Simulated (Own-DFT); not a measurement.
# How HSE06 shifts the pressure of corundum Al2O3, 78 atoms (Al32O46), with two O vacancies

Calculated, not measured. Each geometry was run twice at fixed positions with Own-DFT, a retired in-house plane-wave program that no person has reviewed: with PBE, and with HSE06 (exact exchange share 0.25 at short range, screening 0.11 per bohr, Gygi-Baldereschi treatment of its divergence). Both used PseudoDojo norm-conserving files made for PBE, a cutoff of 48 hartree, the Gamma point alone, fixed occupations, a neutral cell and no spin. The unstrained cell is 7.9 Å across at its thinnest, so Gamma alone is coarse and defects feel their images. The oxygen file's force components were 24 meV/Å off all-electron values in a glass.

Unstrained cell vectors in Å: (5.494, 0.000, 8.660); (-2.747, 4.758, 8.660); (-2.747, -4.758, 8.660), volume V0 = 679.1 Å³, from measured lattice constants. Each geometry has its own random strain of a few per cent, its own defect sites and random moves of rms u per axis. HSE06 gave the energy alone. D is its energy less that of PBE, over the lowest D shown. The PBE stress wasn't checked against mesh or cutoff.

```
run  V - V0 (Å³)   u (Å)  P with PBE (GPa)  D (eV)
  1         -0.3  0.0293              6.90   0.726
  2         23.1  0.0283             -1.29   1.648
  3         -0.3  0.0539              9.18   0.891
  4        -18.3  0.0302             14.75   0.000
  5          1.7  0.0476              8.36   0.851
  6        -17.3  0.0287             13.86   0.028
  7         -2.8  0.0503             11.04   0.777
  8         10.0  0.0501              6.24   1.276
  9        -17.9  0.0474             15.78   0.162
 10         -1.0  0.0293              8.03   0.683
 11         -3.3  0.0527             10.95   0.748
 12         13.1  0.0305              2.97   1.309
 13        -12.8  0.0281             11.91       ?
```

## What the rows give

D = 0.67 + 0.0401 (V - V0) + 80 u² eV, with an error of 0.0007 on the volume slope, 10 on the last term and a scatter of 0.03 eV. Pressure is -dE/dV, and 1 eV/Å³ is 160.2 GPa, so HSE06 changes the pressure by -6.4 ± 0.1 GPa. With the ions held to the strained lattice, the PBE pressure falls by 253 ± 8 GPa per unit of volume strain; the shape of the strain isn't fitted, so the true error is larger, and a relaxed crystal would be softer. On that slope HSE06's volume at a given pressure is about 2.5 % smaller, or 0.8 % in lengths. At u = 0 and V0 the PBE pressure is 6.5 GPa, which puts the zero-pressure volume, against the measured cell and with the defects in, at +2.6 % for PBE and +0.0 % for HSE06, each good to a few tenths of a per cent.

## Test on the hidden row

Asked: what D should run 13 give?

The fitted form gives 0.22 eV, with rows scattering by 0.03. The calculation gave 0.238 eV.
